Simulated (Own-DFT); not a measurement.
Simulation results for GaN (wurtzite, strained, atoms displaced)

A calculation, not a measurement: plane-wave PBE density functional theory by an unreviewed code, no spin, of a simulated periodic cell, stress positive in tension, free energy of the whole cell less one offset for each atom, forces on such cells passed a denser k mesh, this cell's mesh not checked; offsets are fitted by least squares, one for each functional and potential file, so energies compare only between cells with the same atoms and settings and are not formation energies; the far tail of each file's local potential was reset to the Coulomb form; each entry is a single point on an unrelaxed cell, so the pressure reflects the starting lattice, mostly measured values (interpolated for alloys), from which strain is counted, and rises with the displacements; printed positions are rounded, which can move forces by about a meV/angstrom; the program, named Own-DFT, is a retired in-house code; no spin-orbit coupling. Program: Own-DFT development build.

Entry: GaN (wurtzite, strained, atoms displaced)

```cif
# cell vector a (Å): 12.5808 0.2323 0.0482
# cell vector b (Å): -4.5670 8.2972 0.0700
# cell vector c (Å): 0.0392 0.1103 10.2242
data_GaN
_symmetry_space_group_name_H-M 'P 1'
_symmetry_Int_Tables_number 1
_cell_length_a 12.5830
_cell_length_b 9.4713
_cell_length_c 10.2249
_cell_angle_alpha 89.141
_cell_angle_beta 89.550
_cell_angle_gamma 117.769
_cell_volume 1077.97
loop_
_atom_site_label
_atom_site_type_symbol
_atom_site_fract_x
_atom_site_fract_y
_atom_site_fract_z
_atom_site_occupancy
Ga1 Ga 0.08534 0.21636 0.99198 1
Ga2 Ga 0.16510 0.10401 0.25771 1
N1 N 0.08646 0.21436 0.18689 1
N2 N 0.17138 0.11115 0.43867 1
Ga3 Ga 0.07641 0.21220 0.50754 1
Ga4 Ga 0.16993 0.11219 0.74741 1
N3 N 0.09661 0.22707 0.69332 1
N4 N 0.15598 0.10217 0.93606 1
Ga5 Ga 0.07768 0.55492 0.99881 1
Ga6 Ga 0.16042 0.43805 0.24903 1
N5 N 0.07904 0.55387 0.19580 1
N6 N 0.16656 0.44663 0.43824 1
Ga7 Ga 0.09261 0.56263 0.50508 1
Ga8 Ga 0.16819 0.44964 0.74026 1
N7 N 0.08695 0.55696 0.69021 1
N8 N 0.17445 0.44501 0.94254 1
Ga9 Ga 0.08128 0.88267 0.99199 1
Ga10 Ga 0.17171 0.77513 0.24365 1
N9 N 0.08733 0.88817 0.18783 1
N10 N 0.16081 0.77235 0.43988 1
Ga11 Ga 0.08072 0.88137 0.50476 1
Ga12 Ga 0.15898 0.77022 0.74496 1
N11 N 0.07752 0.88401 0.69419 1
N12 N 0.16339 0.77308 0.94689 1
Ga13 Ga 0.33159 0.21468 0.00994 1
Ga14 Ga 0.41977 0.09938 0.24929 1
N13 N 0.34002 0.22288 0.19698 1
N14 N 0.41234 0.10799 0.43404 1
Ga15 Ga 0.33410 0.21928 0.50387 1
Ga16 Ga 0.41694 0.12025 0.75490 1
N15 N 0.33099 0.21708 0.68768 1
N16 N 0.41613 0.10682 0.93872 1
Ga17 Ga 0.32852 0.55217 0.00446 1
Ga18 Ga 0.41587 0.45264 0.24892 1
N17 N 0.34242 0.55328 0.19105 1
N18 N 0.41725 0.44889 0.43896 1
Ga19 Ga 0.33066 0.55936 0.50413 1
Ga20 Ga 0.41140 0.43841 0.75042 1
N19 N 0.33427 0.56940 0.68301 1
N20 N 0.41822 0.44156 0.93987 1
Ga21 Ga 0.33097 0.87656 0.00380 1
Ga22 Ga 0.41791 0.77532 0.25081 1
N21 N 0.33079 0.88859 0.18972 1
N22 N 0.41666 0.77396 0.44079 1
Ga23 Ga 0.33662 0.88404 0.50361 1
Ga24 Ga 0.41324 0.77522 0.75952 1
N23 N 0.33453 0.88313 0.68581 1
N24 N 0.41234 0.77504 0.94215 1
Ga25 Ga 0.59015 0.22981 0.00031 1
Ga26 Ga 0.66488 0.12178 0.24796 1
N25 N 0.59033 0.22292 0.18426 1
N26 N 0.66495 0.11070 0.44507 1
Ga27 Ga 0.58405 0.22190 0.50593 1
Ga28 Ga 0.67215 0.12009 0.75136 1
N27 N 0.58635 0.22024 0.68254 1
N28 N 0.66296 0.10704 0.93460 1
Ga29 Ga 0.58286 0.55638 0.00622 1
Ga30 Ga 0.66882 0.44273 0.25282 1
N29 N 0.58744 0.56051 0.18990 1
N30 N 0.67135 0.45550 0.44471 1
Ga31 Ga 0.58632 0.56256 0.50230 1
Ga32 Ga 0.66884 0.44600 0.74969 1
N31 N 0.57998 0.55617 0.68712 1
N32 N 0.66017 0.44789 0.93425 1
Ga33 Ga 0.57483 0.87975 0.00881 1
Ga34 Ga 0.66881 0.77700 0.25139 1
N33 N 0.58304 0.88755 0.19280 1
N34 N 0.66469 0.77214 0.43658 1
Ga35 Ga 0.58165 0.89306 0.49836 1
Ga36 Ga 0.65271 0.77774 0.75652 1
N35 N 0.57806 0.88395 0.68612 1
N36 N 0.67562 0.77484 0.93407 1
Ga37 Ga 0.82920 0.21278 0.99484 1
Ga38 Ga 0.91874 0.11201 0.25661 1
N37 N 0.83539 0.21832 0.18675 1
N38 N 0.92403 0.11229 0.43311 1
Ga39 Ga 0.83124 0.21996 0.49670 1
Ga40 Ga 0.91923 0.10849 0.75537 1
N39 N 0.83493 0.23220 0.69536 1
N40 N 0.91493 0.11193 0.93149 1
Ga41 Ga 0.83506 0.55605 0.00407 1
Ga42 Ga 0.92634 0.45488 0.24639 1
N41 N 0.83322 0.55260 0.18314 1
N42 N 0.91605 0.44491 0.43077 1
Ga43 Ga 0.83242 0.55894 0.49883 1
Ga44 Ga 0.91842 0.43987 0.75116 1
N43 N 0.82749 0.55363 0.69265 1
N44 N 0.91092 0.44337 0.94631 1
Ga45 Ga 0.83813 0.89012 0.00126 1
Ga46 Ga 0.90821 0.78020 0.25522 1
N45 N 0.84048 0.89669 0.19013 1
N46 N 0.91903 0.77984 0.45116 1
Ga47 Ga 0.82913 0.88740 0.50020 1
Ga48 Ga 0.91279 0.76671 0.74731 1
N47 N 0.83285 0.88537 0.68944 1
N48 N 0.91648 0.77969 0.93973 1
```

- functional: PBE
- potential files: PseudoDojo norm-conserving, scalar-relativistic, standard set with the stringent files for Ga
- wave cutoff: 96 hartree
- occupations: Gaussian
- smearing width: 0.01 eV
- k mesh: 3 x 4 x 3 centred on Gamma
- free energy of cell above offsets: -1.961 eV
- pressure: 11.01 GPa
- stress xx: -13.54 GPa
- stress yy: -4.55 GPa
- stress zz: -14.94 GPa
- stress yz: 2.25 GPa
- stress xz: 0.1 GPa
- stress xy: 6.65 GPa

Force:
```
element  x (eV/Å)  y (eV/Å)  z (eV/Å)
     Ga    -1.919     1.359     1.511
     Ga     1.111    -0.105    -1.328
      N    -1.186     1.092    -0.215
      N    -0.787    -0.616     1.847
     Ga     1.545     1.306    -0.887
     Ga     0.741    -1.784     0.986
      N    -3.011     0.504    -0.696
      N     3.076    -0.287    -0.462
     Ga     0.934    -0.896     0.476
     Ga     1.364    -0.544     0.089
      N     2.546     1.394    -2.084
      N     0.615    -1.063     0.367
     Ga    -1.757    -1.075    -1.477
     Ga     1.915    -0.823     1.982
      N    -1.961    -0.261     0.144
      N    -2.249    -0.584    -1.078
     Ga    -1.109     0.855     1.635
     Ga    -1.858    -0.272     1.437
      N     -1.14    -0.283     0.076
      N     1.672      0.76    -0.403
     Ga     0.051     1.368    -0.419
     Ga     1.683     1.259     1.195
      N      0.29     0.764    -0.394
      N     1.387    -0.396    -1.657
     Ga    -0.539     0.389    -0.557
     Ga    -0.784     1.559    -0.034
      N    -0.637     0.032    -0.416
      N      1.84    -0.297     1.055
     Ga    -0.533     1.041     -1.68
     Ga     1.783    -1.735    -0.539
      N     -0.28     1.093     0.323
      N     0.379    -0.285     0.981
     Ga     1.497    -0.098    -0.217
     Ga     4.082    -3.005     1.961
      N    -5.051     2.277    -1.263
      N     0.402    -0.466     0.577
     Ga     0.825    -0.882    -1.736
     Ga     0.266     0.858    -0.183
      N     0.492    -1.461     2.035
      N    -0.617    -0.167     0.226
     Ga    -1.852     1.888    -0.507
     Ga    -0.065     -0.47     0.449
      N     1.615    -0.423    -0.205
      N     0.381     0.489    -0.976
     Ga    -1.516     0.695    -0.831
     Ga     0.509     0.471    -1.423
      N    -1.708     1.084     1.491
      N     1.671    -0.915     0.411
     Ga    -1.109    -0.316    -1.138
     Ga     3.949     -2.08     1.299
      N    -3.078     1.332     0.165
      N     0.683     0.085    -1.362
     Ga    -1.291     0.667    -1.995
     Ga    -0.253    -1.824    -0.558
      N    -1.416     0.801      2.36
      N     0.448    -0.485     1.125
     Ga    -0.504     0.241    -1.026
     Ga    -0.175     0.247      0.13
      N    -0.098    -0.272     0.558
      N     0.156     -1.78    -1.032
     Ga    -1.345    -1.083    -0.093
     Ga     -1.41    -0.486    -0.288
      N    -0.209    -0.098     0.876
      N     2.017     -0.67     0.885
     Ga     1.319     0.708    -1.417
     Ga     0.249      0.16    -0.445
      N    -0.318     0.855     0.204
      N     0.048     1.783     0.272
     Ga      0.34    -1.083     0.184
     Ga     2.758    -0.851    -1.183
      N    -1.079     1.733      0.33
      N    -1.735     0.392     2.204
     Ga    -0.616     0.732     1.092
     Ga     0.466     0.306     -2.56
      N    -0.846     0.678     0.114
      N    -1.454    -0.663     2.561
     Ga      0.32     1.049      0.24
     Ga    -0.006    -0.513    -2.474
      N     1.254    -1.387    -1.498
      N     1.147    -0.276     2.102
     Ga    -2.032     0.719    -1.439
     Ga    -2.374    -2.429     0.566
      N    -0.707     0.873     2.081
      N     0.387    -0.161     1.873
     Ga     0.925     -0.52     0.466
     Ga    -0.806     1.331     0.455
      N     1.833     -0.13    -0.731
      N     1.729    -0.888    -1.429
     Ga    -0.947      0.39    -0.269
     Ga     3.424    -1.058     0.206
      N     -2.06     0.127    -0.344
      N    -0.585    -0.247    -1.657
     Ga     -0.07     0.217     0.671
     Ga    -0.838     0.751     0.777
      N    -1.089     0.895     0.037
      N     0.888    -1.113    -0.485
```
